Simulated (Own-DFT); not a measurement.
# Computed records: GaP (zincblende, atoms displaced), GaAs (zincblende with one plane slipped along a stacking-fault path, atoms displaced), SiC (3C silicon carbide, atoms displaced)

All values are calculated (Own-DFT development build). A calculation, not a measurement: plane-wave PBE density functional theory by an unreviewed code, no spin, of a simulated periodic cell, stress positive in tension, free energy of the whole cell less one offset for each atom, forces on such cells passed a denser k mesh, this cell's mesh not checked; offsets are fitted by least squares, one for each functional and potential file, so energies compare only between cells with the same atoms and settings and are not formation energies; the far tail of each file's local potential was reset to the Coulomb form; each entry is a single point on an unrelaxed cell, so the pressure reflects the starting lattice, mostly measured values (interpolated for alloys), from which strain is counted, and rises with the displacements; printed positions are rounded, which can move forces by about a meV/angstrom; the program, named Own-DFT, is a retired in-house code; no spin-orbit coupling.

Common to all runs: functional PBE; potential files PseudoDojo norm-conserving, scalar-relativistic, standard set; wave cutoff 42 hartree; occupations Fermi-Dirac; smearing width 0.1 eV.

(1) GaP (zincblende, atoms displaced)

```
GaP
1.0
     10.9010     0.0000     0.0000
      0.0000    10.9010     0.0000
      0.0000     0.0000    10.9010
Ga P Ga P Ga P Ga P Ga P Ga P Ga P Ga P
4 4 4 4 4 4 4 4 4 4 4 4 4 4 4 4
Direct
  0.99912 0.99558 0.00118
  0.99478 0.24936 0.24567
  0.25028 0.99946 0.24326
  0.24558 0.25385 0.99729
  0.11797 0.13143 0.12270
  0.12467 0.38265 0.36898
  0.37879 0.12189 0.37594
  0.37886 0.37535 0.12569
  0.00985 0.98874 0.49861
  0.00180 0.25313 0.74824
  0.25245 0.00538 0.75392
  0.25201 0.24811 0.49965
  0.12162 0.12279 0.62317
  0.12640 0.37535 0.87505
  0.37737 0.12459 0.87752
  0.37550 0.37188 0.62743
  0.99177 0.50806 0.00329
  0.99930 0.73975 0.25418
  0.25344 0.49639 0.25387
  0.24378 0.74834 0.99081
  0.11930 0.62276 0.11942
  0.12933 0.87068 0.37243
  0.37266 0.62323 0.36776
  0.38480 0.86830 0.12461
  0.99813 0.50571 0.50288
  0.00512 0.75751 0.75358
  0.25761 0.50052 0.75280
  0.25558 0.75018 0.49562
  0.13235 0.62620 0.62360
  0.12532 0.87357 0.87970
  0.37738 0.63531 0.88285
  0.36914 0.87781 0.62763
  0.50286 0.00251 0.99789
  0.50165 0.24212 0.25019
  0.74869 0.00056 0.25438
  0.75078 0.24642 0.99355
  0.62925 0.12388 0.12362
  0.62896 0.36898 0.37563
  0.87661 0.11611 0.37098
  0.86681 0.37242 0.12579
  0.50623 0.99866 0.49847
  0.50061 0.25011 0.73946
  0.75150 0.00472 0.75178
  0.74280 0.24380 0.50493
  0.62697 0.13260 0.62590
  0.62559 0.37009 0.87750
  0.87826 0.12471 0.86958
  0.87650 0.37268 0.62284
  0.49416 0.50309 0.00057
  0.50274 0.74801 0.24392
  0.75011 0.49747 0.25154
  0.75555 0.75419 0.99620
  0.62741 0.62791 0.12301
  0.62492 0.87040 0.37360
  0.87082 0.62872 0.37137
  0.87923 0.87431 0.13164
  0.48978 0.49392 0.50999
  0.50281 0.74234 0.74708
  0.74235 0.49697 0.74773
  0.75821 0.74654 0.49138
  0.63224 0.62319 0.61918
  0.62375 0.87695 0.87941
  0.87449 0.61853 0.87848
  0.87834 0.87513 0.62394
```

* k mesh: 3 x 3 x 3 centred on Gamma
* free energy of cell above offsets: -33.828 eV
* pressure: 3.12 GPa
* stress xx: -3.15 GPa
* stress yy: -3.1 GPa
* stress zz: -3.11 GPa
* stress yz: 0.24 GPa
* stress xz: 0.18 GPa
* stress xy: 0.25 GPa

Force:
```csv
element,x (eV/Å),y (eV/Å),z (eV/Å)
Ga,-0.18,0.419,0.177
Ga,-0.054,0.364,0.687
Ga,0.157,-0.006,-0.016
Ga,0.616,-0.245,0.456
P,0.846,-0.765,-0.205
P,-0.612,-1.141,0.945
P,-0.474,-0.091,-0.164
P,-0.406,-0.467,0.074
Ga,-0.684,0.651,-0.223
Ga,0.128,-0.074,-0.063
Ga,-0.519,-0.233,-0.075
Ga,-0.563,0.128,-0.401
P,0.549,0.214,0.153
P,-0.516,0.779,-0.116
P,-0.059,0.662,-0.298
P,-0.958,-0.118,0.182
Ga,0.399,-1.696,0.117
Ga,0.622,0.991,-0.671
Ga,-0.322,0.309,-1.298
Ga,0.303,0.237,1.778
P,1.128,0.112,0.827
P,0.071,-0.196,-0.494
P,0.947,0.204,0.897
P,-1.522,0.903,-0.822
Ga,0.206,-0.183,-0.264
Ga,-0.465,-1.198,-0.359
Ga,-0.394,0.314,0.287
Ga,-0.079,-0.045,0.154
P,-0.345,0.15,0.394
P,0.071,1.16,-0.644
P,0.104,-1.295,-1.246
P,1.09,-0.325,-0.211
Ga,-0.137,-0.202,0.615
Ga,0.213,0.614,-0.152
Ga,-0.049,-0.496,-0.631
Ga,0.183,-0.118,0.447
P,-0.15,-0.121,-0.07
P,-0.887,0.503,0.266
P,0.298,0.734,1.216
P,0.585,0.205,-0.479
Ga,-0.346,-0.156,0.528
Ga,-0.022,-0.026,1.668
Ga,-0.335,-0.62,-0.284
Ga,1.798,0.674,-1.292
P,-0.485,-1.954,0.272
P,-0.901,0.574,-0.536
P,0.315,0.016,0.578
P,-0.438,0.257,0.011
Ga,0.885,-0.225,0.19
Ga,0.191,-0.451,0.75
Ga,-0.597,0.15,-0.173
Ga,-0.009,-0.105,0.538
P,0.316,-0.532,-0.181
P,0.09,0.087,0.175
P,0.693,-1.547,0.096
P,-0.402,-0.137,-0.242
Ga,1.284,0.771,-1.627
Ga,0.144,1.009,-0.125
Ga,0.859,-0.287,0.356
Ga,-0.803,1.063,1.052
P,-0.843,0.071,-0.037
P,0.42,-0.258,-1.126
P,-0.52,1.116,-1.492
P,-0.437,-0.126,0.13
```

(2) GaP (zincblende, atoms displaced)

```
GaP
1.0
     10.9010     0.0000     0.0000
      0.0000    10.9010     0.0000
      0.0000     0.0000    10.9010
Ga P Ga P Ga P Ga P Ga P Ga P Ga P Ga P
4 4 4 4 4 4 4 4 4 4 4 4 4 4 4 4
Direct
  0.99360 0.00294 0.00471
  0.99565 0.25056 0.24233
  0.24545 0.99765 0.25310
  0.25707 0.25933 0.00209
  0.12072 0.12620 0.12703
  0.11632 0.37754 0.37735
  0.37742 0.12496 0.37707
  0.37775 0.37490 0.12447
  0.99800 0.99595 0.50139
  0.99858 0.25374 0.74580
  0.25455 0.00702 0.75386
  0.23970 0.24789 0.50088
  0.12624 0.12642 0.62137
  0.12291 0.38288 0.87408
  0.37792 0.12223 0.88039
  0.37454 0.37569 0.62267
  0.99628 0.50327 0.98934
  0.00176 0.76210 0.25411
  0.25084 0.50225 0.24933
  0.25476 0.74975 0.00188
  0.13701 0.62511 0.12253
  0.11795 0.87308 0.37608
  0.37432 0.62646 0.37136
  0.37897 0.87925 0.12941
  0.00424 0.49926 0.49882
  0.99784 0.75271 0.73956
  0.25347 0.50255 0.75133
  0.25028 0.75237 0.49783
  0.12814 0.62837 0.62544
  0.12906 0.86778 0.87622
  0.38465 0.61988 0.86813
  0.37682 0.88326 0.63047
  0.49581 0.99678 0.00513
  0.49897 0.25071 0.24133
  0.74227 0.00278 0.24700
  0.75589 0.24460 0.01055
  0.62831 0.13446 0.11786
  0.62983 0.36876 0.36588
  0.87273 0.12197 0.37222
  0.87613 0.36823 0.12378
  0.50498 0.99734 0.49863
  0.49954 0.25180 0.75476
  0.74990 0.00390 0.74735
  0.74623 0.25115 0.49693
  0.62387 0.13088 0.62416
  0.62316 0.37441 0.86688
  0.87131 0.11959 0.88042
  0.88139 0.37270 0.62691
  0.51065 0.49644 0.00014
  0.49582 0.75327 0.25722
  0.75615 0.50545 0.26142
  0.75285 0.74539 0.00023
  0.62857 0.62192 0.13635
  0.63144 0.87335 0.37978
  0.88085 0.62963 0.37203
  0.88174 0.88210 0.12901
  0.49295 0.50946 0.49623
  0.49817 0.74588 0.75411
  0.75336 0.49623 0.75056
  0.74734 0.74889 0.50369
  0.62175 0.61862 0.63069
  0.62450 0.87339 0.87485
  0.87001 0.62536 0.88370
  0.87193 0.87275 0.62312
```

* k mesh: 3 x 3 x 3 centred on Gamma
* free energy of cell above offsets: -33.231 eV
* pressure: 3.32 GPa
* stress xx: -3.36 GPa
* stress yy: -3.33 GPa
* stress zz: -3.26 GPa
* stress yz: 0.5 GPa
* stress xz: -0.32 GPa
* stress xy: 0 GPa

Force:
```csv
element,x (eV/Å),y (eV/Å),z (eV/Å)
Ga,1.334,-0.326,-0.72
Ga,0.352,-0.371,1.187
Ga,0.155,0.531,0.035
Ga,-1.153,-0.892,-0.414
P,1.008,0.112,-0.469
P,1.052,-0.663,-1.148
P,-0.321,0.074,-0.344
P,0.085,0.946,0.18
Ga,-0.184,0.61,-0.127
Ga,0.569,-0.954,1.087
Ga,-0.807,-0.468,0.021
Ga,1.174,0.762,-0.641
P,-0.733,-0.798,0.981
P,0.555,-0.906,-0.283
P,-0.196,0.86,-0.025
P,-0.327,-0.215,-0.074
Ga,0.581,-0.352,1.655
Ga,-0.069,-1.524,-1.247
Ga,-0.192,-0.723,0.218
Ga,0.788,-0.145,-0.544
P,-1.725,0.174,0.187
P,1.404,0.685,0.738
P,-0.58,0.302,0.312
P,-0.763,-0.604,0.231
Ga,-0.516,0.821,0.643
Ga,0.268,-0.392,1.306
Ga,-0.18,-0.225,-0.424
Ga,0.199,0.324,0.453
P,-0.065,-0.405,-0.239
P,-0.62,1.036,-0.225
P,-0.797,0.03,1.727
P,0.084,-0.907,-0.605
Ga,1.178,0.369,-0.474
Ga,0.083,-0.422,0.764
Ga,0.458,0.005,0.041
Ga,-0.006,1.039,-2.035
P,-1.429,-1.839,0.938
P,-0.871,1.065,0.786
P,0.101,0.263,0.306
P,-0.044,2.053,-0.054
Ga,-0.223,0.405,0.339
Ga,-0.511,-0.378,-0.696
Ga,-0.385,-0.278,0.151
Ga,0.693,-0.154,0.184
P,-0.014,-0.392,0.155
P,1.144,-0.371,1.364
P,0.459,0.802,-0.912
P,-1.09,0.701,-0.95
Ga,-0.254,0.396,0.115
Ga,0.918,0.04,-0.465
Ga,-0.017,-0.932,-0.916
Ga,-0.734,1.07,1.15
P,-0.3,0.549,-0.657
P,-0.676,0.13,-0.637
P,0.062,0.139,0.989
P,-1.472,-0.835,-0.142
Ga,0.952,-1.352,0.187
Ga,0.492,0.918,-0.708
Ga,0.093,0.119,0.006
Ga,0.154,-0.883,0.047
P,0.433,0.56,-0.679
P,0.14,0.095,0.237
P,0.455,0.154,-2.05
P,-0.171,0.568,0.184
```

(3) GaP (zincblende, atoms displaced)

```
GaP
1.0
     10.9010     0.0000     0.0000
      0.0000    10.9010     0.0000
      0.0000     0.0000    10.9010
Ga P Ga P Ga P Ga P Ga P Ga P Ga P Ga P
4 4 4 4 4 4 4 4 4 4 4 4 4 4 4 4
Direct
  0.99538 0.99767 0.99565
  0.99745 0.25652 0.24900
  0.24909 0.99441 0.24245
  0.25133 0.26143 0.00621
  0.12561 0.13174 0.13258
  0.11728 0.38121 0.38241
  0.38304 0.12418 0.37566
  0.37782 0.37699 0.12677
  0.99755 0.99858 0.50325
  0.99923 0.25837 0.74542
  0.25096 0.99994 0.75055
  0.24223 0.24561 0.50172
  0.12363 0.11505 0.62839
  0.12335 0.37833 0.87326
  0.38151 0.12746 0.88113
  0.37857 0.36923 0.62556
  0.99369 0.49550 0.00239
  0.99827 0.75730 0.25369
  0.25129 0.49515 0.25207
  0.25504 0.75149 0.00102
  0.12973 0.61676 0.12538
  0.11887 0.87564 0.37231
  0.37176 0.61840 0.36732
  0.37528 0.87841 0.11828
  0.99960 0.49445 0.50307
  0.99753 0.74366 0.75226
  0.25411 0.50147 0.75189
  0.25745 0.74259 0.49914
  0.12775 0.62409 0.61712
  0.12433 0.87250 0.86667
  0.37639 0.63081 0.87666
  0.36121 0.87287 0.62787
  0.49868 0.00219 0.99956
  0.50042 0.24089 0.25238
  0.75121 0.00674 0.24692
  0.75433 0.24982 0.99786
  0.62736 0.12373 0.11573
  0.61582 0.38349 0.37120
  0.86800 0.12882 0.36932
  0.87823 0.38094 0.12518
  0.50266 0.00621 0.49868
  0.50523 0.24556 0.75743
  0.75323 0.99158 0.75329
  0.75045 0.25236 0.49719
  0.62171 0.13013 0.62566
  0.62932 0.37131 0.88006
  0.87936 0.13562 0.86863
  0.86846 0.36673 0.62222
  0.50034 0.49572 0.00071
  0.50117 0.75289 0.25303
  0.74832 0.50456 0.26148
  0.75058 0.74693 0.00051
  0.62648 0.62716 0.12510
  0.62678 0.87402 0.36457
  0.87507 0.62681 0.38018
  0.87586 0.87701 0.12250
  0.50354 0.48598 0.50560
  0.49592 0.74711 0.74633
  0.75258 0.50561 0.75675
  0.74999 0.75612 0.49939
  0.62159 0.62206 0.61632
  0.62238 0.86870 0.86460
  0.87753 0.62411 0.86793
  0.86762 0.86674 0.62563
```

* k mesh: 3 x 3 x 3 centred on Gamma
* free energy of cell above offsets: -33.296 eV
* pressure: 3.25 GPa
* stress xx: -3.28 GPa
* stress yy: -3.15 GPa
* stress zz: -3.31 GPa
* stress yz: -0.39 GPa
* stress xz: 0.17 GPa
* stress xy: -1.03 GPa

Force:
```csv
element,x (eV/Å),y (eV/Å),z (eV/Å)
Ga,0.799,0.739,-0.096
Ga,0.204,-0.153,0.424
Ga,-0.006,0.634,0.819
Ga,-0.391,-0.878,-0.501
P,-0.115,-0.432,-1.021
P,1.125,-1.285,-1.048
P,-1.849,-0.287,-0.162
P,0.233,-0.369,0.543
Ga,-0.581,-0.158,-0.464
Ga,0.723,-0.593,-0.121
Ga,0.142,0.362,0.774
Ga,0.478,0.051,-0.147
P,-0.275,1.158,-0.113
P,0.209,-0.046,0.088
P,-1.4,0.105,-0.388
P,-0.712,-0.319,0.714
Ga,1.056,0.995,-0.697
Ga,-0.004,-1.252,-0.782
Ga,-0.611,-0.215,-0.176
Ga,-1.03,-0.248,-0.136
P,-0.697,1.003,-0.121
P,1.185,0.193,0.748
P,1.175,0.46,1.075
P,0.359,-0.425,0.731
Ga,-0.893,0.901,0.648
Ga,0.856,0.411,-1.223
Ga,-0.086,0.129,-0.401
Ga,-0.788,0.399,-0.821
P,-0.381,-0.293,1.03
P,-0.06,0.072,1.071
P,0.217,-0.989,0.022
P,1.83,0.211,-0.749
Ga,0.68,-0.707,-0.521
Ga,0.473,0.816,-0.849
Ga,-0.299,-0.621,-0.518
Ga,0.324,0.149,0.447
P,0.024,0.276,0.724
P,1.127,-1.722,-0.285
P,0.925,-0.037,0.734
P,-1.48,-0.604,0.701
Ga,0.008,-1.179,0.487
Ga,-0.273,0.545,-0.362
Ga,-0.292,1.23,-0.347
Ga,-1.211,-0.25,-0.533
P,1.043,-0.813,0.024
P,-0.22,0.756,-0.473
P,-0.339,-1.33,0.355
P,0.378,1.543,0.471
Ga,0.252,0.703,-0.097
Ga,-0.677,-0.599,-0.83
Ga,0.205,0.201,-1.008
Ga,-0.067,0.34,-0.467
P,-0.199,-0.398,0.161
P,0.151,0.876,1.229
P,0.314,0.129,-0.013
P,-0.384,-0.173,0.057
Ga,-1.023,1.322,-0.215
Ga,0.021,-0.037,-0.692
Ga,-0.959,-0.883,-1.218
Ga,-0.817,-0.872,-0.634
P,0.38,0.293,0.823
P,0.07,0.37,1.347
P,-0.073,-0.046,1.699
P,1.226,0.842,0.288
```

(4) GaP (zincblende, atoms displaced)

```
GaP
1.0
     10.9010     0.0000     0.0000
      0.0000    10.9010     0.0000
      0.0000     0.0000    10.9010
Ga P Ga P Ga P Ga P Ga P Ga P Ga P Ga P
4 4 4 4 4 4 4 4 4 4 4 4 4 4 4 4
Direct
  0.00258 0.00968 0.00064
  0.99280 0.24869 0.25786
  0.25136 0.99864 0.25223
  0.25197 0.25322 0.99657
  0.11645 0.12160 0.12046
  0.11840 0.37520 0.37351
  0.37180 0.12614 0.37114
  0.37144 0.36975 0.12369
  0.99747 0.99828 0.49344
  0.00044 0.24845 0.76137
  0.25165 0.00048 0.74700
  0.24915 0.25186 0.50025
  0.12524 0.11913 0.62428
  0.12592 0.38047 0.87789
  0.37705 0.12111 0.87797
  0.37138 0.37852 0.61879
  0.99438 0.49906 0.99807
  0.99606 0.74275 0.24655
  0.24892 0.50558 0.24557
  0.24584 0.74449 0.00968
  0.12621 0.62950 0.12624
  0.11950 0.87153 0.38036
  0.37428 0.62992 0.37543
  0.36699 0.87630 0.13500
  0.99819 0.50656 0.50053
  0.00922 0.74771 0.74106
  0.24834 0.49638 0.74793
  0.24715 0.74384 0.50264
  0.13143 0.62969 0.62636
  0.12498 0.87834 0.87962
  0.36877 0.62655 0.88171
  0.37439 0.87645 0.62147
  0.50164 0.99481 0.00316
  0.50435 0.24503 0.24683
  0.75115 0.00553 0.24900
  0.75302 0.25036 0.99171
  0.62683 0.12026 0.12403
  0.61447 0.37634 0.38182
  0.87126 0.12317 0.37362
  0.87460 0.37892 0.12874
  0.50647 0.99291 0.49965
  0.50029 0.25795 0.76054
  0.75366 0.99348 0.75295
  0.75599 0.23932 0.48783
  0.62586 0.12165 0.62654
  0.62873 0.37968 0.86446
  0.87464 0.13373 0.87560
  0.86592 0.37163 0.62546
  0.49107 0.49806 0.99378
  0.50154 0.75287 0.25351
  0.75140 0.50139 0.24280
  0.75613 0.75563 0.99647
  0.62123 0.62706 0.13007
  0.61947 0.87282 0.38272
  0.88260 0.63173 0.37873
  0.87670 0.87064 0.12224
  0.50155 0.49699 0.49917
  0.50026 0.75439 0.75841
  0.74751 0.49153 0.75042
  0.75563 0.75290 0.49679
  0.61882 0.62180 0.63038
  0.61865 0.86743 0.87226
  0.87608 0.62197 0.87364
  0.87124 0.86720 0.62960
```

* k mesh: 3 x 3 x 3 centred on Gamma
* free energy of cell above offsets: -32.647 eV
* pressure: 3.46 GPa
* stress xx: -3.53 GPa
* stress yy: -3.43 GPa
* stress zz: -3.41 GPa
* stress yz: -0.95 GPa
* stress xz: 0.47 GPa
* stress xy: 0.34 GPa

Force:
```csv
element,x (eV/Å),y (eV/Å),z (eV/Å)
Ga,-1.119,-1.357,-0.777
Ga,0.621,0.093,-1.061
Ga,-1.343,0.472,0.421
Ga,-0.548,-0.803,0.202
P,1.475,1.456,1.561
P,0.592,0.413,0.24
P,0.618,-0.162,0.594
P,0.541,0.487,0.322
Ga,-0.198,-0.19,1.137
Ga,0.563,0.676,-1.665
Ga,0.048,-0.345,0.346
Ga,-0.398,-0.335,-0.273
P,-0.546,0.833,0.044
P,-0.182,-0.471,-0.172
P,-0.013,0.419,-0.175
P,0.351,-0.502,0.935
Ga,0.566,0.411,0.513
Ga,0.62,1.088,0.188
Ga,0.208,-0.598,0.577
Ga,0.469,1.368,-0.808
P,-1.144,-1.28,-0.016
P,0.465,-0.19,-0.982
P,0.08,-0.787,-0.035
P,1.145,-0.626,-1.109
Ga,0.172,-0.826,0.718
Ga,-0.683,0.534,1.455
Ga,0.303,0.53,0.17
Ga,0.663,1.119,-0.513
P,-0.465,-1.527,-0.09
P,0.127,-0.356,-0.438
P,-0.003,0.093,-0.908
P,0.061,-0.531,0.453
Ga,-0.511,-0.248,0.115
Ga,-0.536,0.419,0.286
Ga,-0.316,-1.522,-0.028
Ga,-0.865,0.764,1.13
P,0.209,0.663,-0.616
P,1.913,-0.971,-1.55
P,0.968,-0.833,-0.487
P,0.005,-0.949,-0.586
Ga,-1.171,1.406,0.633
Ga,-0.607,-1.076,-1.485
Ga,-0.577,0.593,-0.033
Ga,-1.818,1.434,1.801
P,0.114,0.326,0.082
P,-0.894,-0.559,2.467
P,-0.101,-1.882,-0.052
P,1.329,-0.252,-0.518
Ga,0.85,-0.082,0.748
Ga,-0.402,-0.03,-0.114
Ga,-0.672,0.369,1.454
Ga,-0.859,-0.984,0.08
P,0.205,-0.024,-1.156
P,1.574,-0.043,-1.367
P,-1.292,-0.929,-0.559
P,0.086,1.148,0.341
Ga,-0.843,1.252,0.56
Ga,-1.427,-1.252,-1.512
Ga,0.765,1.763,-0.995
Ga,-1.061,-0.642,0.604
P,0.666,0.425,-0.379
P,1.494,1.458,1.295
P,-0.097,0.325,-0.617
P,0.825,0.823,-0.397
```

(5) GaAs (zincblende with one plane slipped along a stacking-fault path, atoms displaced)

```
GaAs
1.0
      5.6533    -5.6533     0.0000
      0.0000     5.6533    -5.6533
     11.7777    11.7777    10.3644
Ga As Ga As Ga As Ga As Ga As Ga As Ga As Ga As Ga As Ga As Ga As Ga As Ga As Ga As Ga As Ga As Ga As Ga As Ga As Ga As Ga As Ga As Ga As Ga As
1 1 1 1 1 1 1 1 1 1 1 1 1 1 1 1 1 1 1 1 1 1 1 1 1 1 1 1 1 1 1 1 1 1 1 1 1 1 1 1 1 1 1 1 1 1 1 1
Direct
  0.00753 0.01833 0.99864
  0.99155 0.98705 0.12994
  0.14572 0.30268 0.16845
  0.13501 0.27171 0.29153
  0.31104 0.13093 0.32820
  0.28766 0.08568 0.45656
  0.04439 0.08275 0.50431
  0.02317 0.04348 0.62775
  0.20958 0.39533 0.66506
  0.17576 0.36844 0.79089
  0.33360 0.18830 0.82814
  0.35299 0.18668 0.95840
  0.99081 0.50397 0.99652
  0.98758 0.47428 0.12104
  0.14633 0.79634 0.16493
  0.14163 0.78578 0.29006
  0.30773 0.61129 0.33366
  0.30091 0.59248 0.45537
  0.05428 0.60105 0.49806
  0.02066 0.55683 0.62482
  0.20024 0.89391 0.66055
  0.17407 0.86522 0.79180
  0.35013 0.69645 0.83448
  0.34675 0.67699 0.95591
  0.49690 0.00070 0.00438
  0.49392 0.98074 0.12533
  0.65266 0.31696 0.16487
  0.64038 0.27566 0.29212
  0.80250 0.09716 0.33669
  0.79427 0.09337 0.45383
  0.53204 0.08297 0.50407
  0.51681 0.04759 0.62377
  0.69670 0.39031 0.67029
  0.70460 0.38750 0.79198
  0.85387 0.18504 0.83304
  0.84916 0.18139 0.95468
  0.50579 0.51446 0.99859
  0.50292 0.48102 0.12049
  0.64964 0.81566 0.16474
  0.64173 0.79820 0.29049
  0.80060 0.60304 0.33051
  0.79068 0.58858 0.46107
  0.56617 0.61144 0.49851
  0.52639 0.56778 0.62446
  0.68992 0.89284 0.67030
  0.67648 0.85322 0.78401
  0.84420 0.68666 0.84000
  0.83384 0.68206 0.95463
```

- k mesh: 4 x 4 x 2 centred on Gamma
- free energy of cell above offsets: -11.128 eV
- pressure: 6.14 GPa
- stress xx: -6.78 GPa
- stress yy: -7.54 GPa
- stress zz: -4.09 GPa
- stress yz: -1.01 GPa
- stress xz: -1.05 GPa
- stress xy: 1.76 GPa

Force:
```csv
element,x (eV/Å),y (eV/Å),z (eV/Å)
Ga,0.87,-0.351,0.64
As,-0.961,-1.156,0.004
Ga,0.62,-0.414,-0.844
As,-0.181,1.191,-1.199
Ga,0.421,-0.582,1.655
As,-1.545,-2.149,-1.661
Ga,0.035,2.335,1.042
As,-0.109,0.913,-1.23
Ga,-1.265,0.781,0.765
As,0.486,-0.573,-0.536
Ga,1.309,0.032,-0.315
As,-0.774,-0.086,0.001
Ga,0.475,-0.586,-0.304
As,0.069,0.204,-0.041
Ga,0.28,0.133,-0.208
As,0.2,0.074,0.096
Ga,-0.563,-0.095,-0.215
As,-0.814,-1.563,-0.518
Ga,1.527,1.644,1.19
As,0.555,-0.866,-0.333
Ga,-0.216,0.685,1.982
As,-0.02,-0.837,-0.069
Ga,-0.63,-0.088,-0.475
As,-0.316,1.365,0.044
Ga,-0.124,-0.956,-0.678
As,-0.47,1.075,-0.222
Ga,0.657,-0.654,0.967
As,0.127,-0.432,-0.593
Ga,-0.155,0.137,-1.171
As,0.084,0.207,-0.071
Ga,1.513,-0.312,0.414
As,1.759,0.123,-0.896
Ga,-0.957,0.087,-0.22
As,-1.013,-0.332,1.924
Ga,-1.268,0.214,-0.018
As,-0.638,1.027,0.504
Ga,-0.107,-0.512,0.519
As,-0.549,1.907,-0.18
Ga,0.527,-0.756,0.843
As,-0.654,-1.321,1.199
Ga,0.302,0.667,-0.277
As,-0.616,-4.893,-1.467
Ga,-0.303,4.804,1.266
As,0.915,-0.996,-0.404
Ga,-1.217,-1.372,-0.823
As,2.044,1.684,1.241
Ga,-0.931,-0.642,-1.94
As,1.621,1.233,0.612
```

(6) SiC (3C silicon carbide, atoms displaced)

```
SiC
1.0
      8.7192     0.0000     0.0000
      0.0000     8.7192     0.0000
      0.0000     0.0000     8.7192
Si C Si C Si C Si C Si C Si C Si C Si C
4 4 4 4 4 4 4 4 4 4 4 4 4 4 4 4
Direct
  0.00529 0.98430 0.00526
  0.98616 0.24401 0.26549
  0.25601 0.97461 0.24045
  0.25920 0.24572 0.98711
  0.14811 0.10855 0.13680
  0.10727 0.40043 0.35345
  0.38426 0.11088 0.37390
  0.37006 0.37071 0.12180
  0.01584 0.01762 0.48948
  0.98537 0.27021 0.75678
  0.25831 0.93355 0.74112
  0.26015 0.23933 0.47313
  0.12517 0.10323 0.61885
  0.10905 0.37045 0.89174
  0.37925 0.13354 0.89264
  0.37101 0.36135 0.63445
  0.98651 0.50748 0.99805
  0.02201 0.76319 0.25034
  0.26337 0.52636 0.22962
  0.26416 0.72538 0.99035
  0.12577 0.60136 0.12727
  0.11794 0.84531 0.37252
  0.38034 0.60590 0.37805
  0.36647 0.86210 0.14585
  0.01588 0.49500 0.48650
  0.01184 0.75023 0.76798
  0.26670 0.51325 0.77628
  0.26980 0.70895 0.48894
  0.12649 0.62218 0.62086
  0.13682 0.89540 0.89360
  0.38782 0.62392 0.88233
  0.36175 0.84364 0.60785
  0.48691 0.01637 0.99516
  0.51664 0.26805 0.26896
  0.74170 0.04410 0.24757
  0.74089 0.24337 0.99944
  0.61093 0.11689 0.13993
  0.62264 0.38126 0.38460
  0.88828 0.11846 0.37901
  0.85862 0.36162 0.09744
  0.51961 0.02687 0.49884
  0.52915 0.25787 0.74284
  0.76888 0.99636 0.74353
  0.73137 0.24797 0.52553
  0.63457 0.11995 0.61081
  0.57480 0.40625 0.88232
  0.89701 0.12570 0.83525
  0.85272 0.37477 0.67393
  0.50218 0.50125 0.02465
  0.50213 0.76603 0.24185
  0.73384 0.51101 0.25182
  0.74845 0.74178 0.01632
  0.63227 0.62821 0.09480
  0.63434 0.87920 0.39521
  0.87643 0.62472 0.39575
  0.89826 0.86931 0.13858
  0.47346 0.50391 0.51226
  0.49495 0.72901 0.74796
  0.73924 0.51624 0.75758
  0.77504 0.74610 0.49693
  0.63835 0.61742 0.64436
  0.61584 0.87977 0.88869
  0.86888 0.63361 0.87597
  0.88163 0.87891 0.60156
```

- hardware: one NVIDIA H100
- k mesh: 4 x 4 x 4 centred on Gamma
- free energy of cell above offsets: 31.542 eV
- pressure: 19.58 GPa
- stress xx: -21.19 GPa
- stress yy: -18.98 GPa
- stress zz: -18.57 GPa
- stress yz: -2.62 GPa
- stress xz: -1.95 GPa
- stress xy: 2.15 GPa
- wall time: 395.5 s

Force:
```csv
element,x (eV/Å),y (eV/Å),z (eV/Å)
Si,-0.742,4.733,1.387
Si,3.711,2.774,-4.971
Si,-3.713,3.834,6.047
Si,-4.689,1.902,4.038
C,-3.448,2.704,-1.922
C,4.606,-5.305,-2.049
C,0.231,1.434,-1.68
C,1.446,1.54,2.668
Si,-1.341,-7.036,-0.098
Si,7.511,-0.689,-1.383
Si,-2.071,8.364,0.208
Si,-2.942,1.056,3.766
C,3.907,4.078,2.298
C,2.908,1.486,-1.148
C,1.646,-1.287,-7.176
C,0.085,0.993,-1.207
Si,0.691,-2.451,0.677
Si,-5.832,-7.851,-4.554
Si,0.899,-7.118,3.333
Si,-3.87,4.662,4.303
C,-3.245,5.821,-3.933
C,8.498,6.91,6.783
C,2.22,1.118,-5.956
C,2.685,-2.677,-7.805
Si,-4.081,3.173,5.511
Si,-1.242,0.864,-3.282
Si,-4.796,-5.404,-4.292
Si,-7.028,6.021,2.35
C,1.311,-1.126,2.372
C,1.402,-6.882,-2.014
C,1.111,-0.412,0.854
C,5.172,-0.243,0.42
Si,2.85,-4.341,2.738
Si,-4.89,-3.671,-3.901
Si,5.451,-8.334,4.722
Si,-2.344,-1.468,-2.953
C,-2.263,4.565,-4.528
C,1.349,1.746,2.4
C,-4.81,2.82,0.307
C,2.099,3.047,5.321
Si,-4.523,-7.535,-2.88
Si,-4.556,-0.515,2.272
Si,-1.64,-1.953,-0.469
Si,7.546,6.732,-4.519
C,-1.124,-1.32,8.738
C,7.664,-5.291,-5.024
C,-4.181,-5.264,7.585
C,-2.04,1.034,-6.742
Si,-3.955,0.064,0.316
Si,3.968,-1.999,3.656
Si,2.953,-1.001,0.383
Si,5.751,8.102,-5.064
C,-4.475,-2.961,9.67
C,-0.484,-0.062,-3.044
C,1.929,-3.862,-6.276
C,-5.165,1.254,-2.539
Si,5.802,-3.567,2.511
Si,2.982,3.985,-0.715
Si,2.236,-3.838,5.347
Si,-5.474,2.714,2.876
C,-5.577,4.888,-7.216
C,1.25,-0.121,-1.519
C,1.049,0.454,0.915
C,1.626,0.712,4.088
```
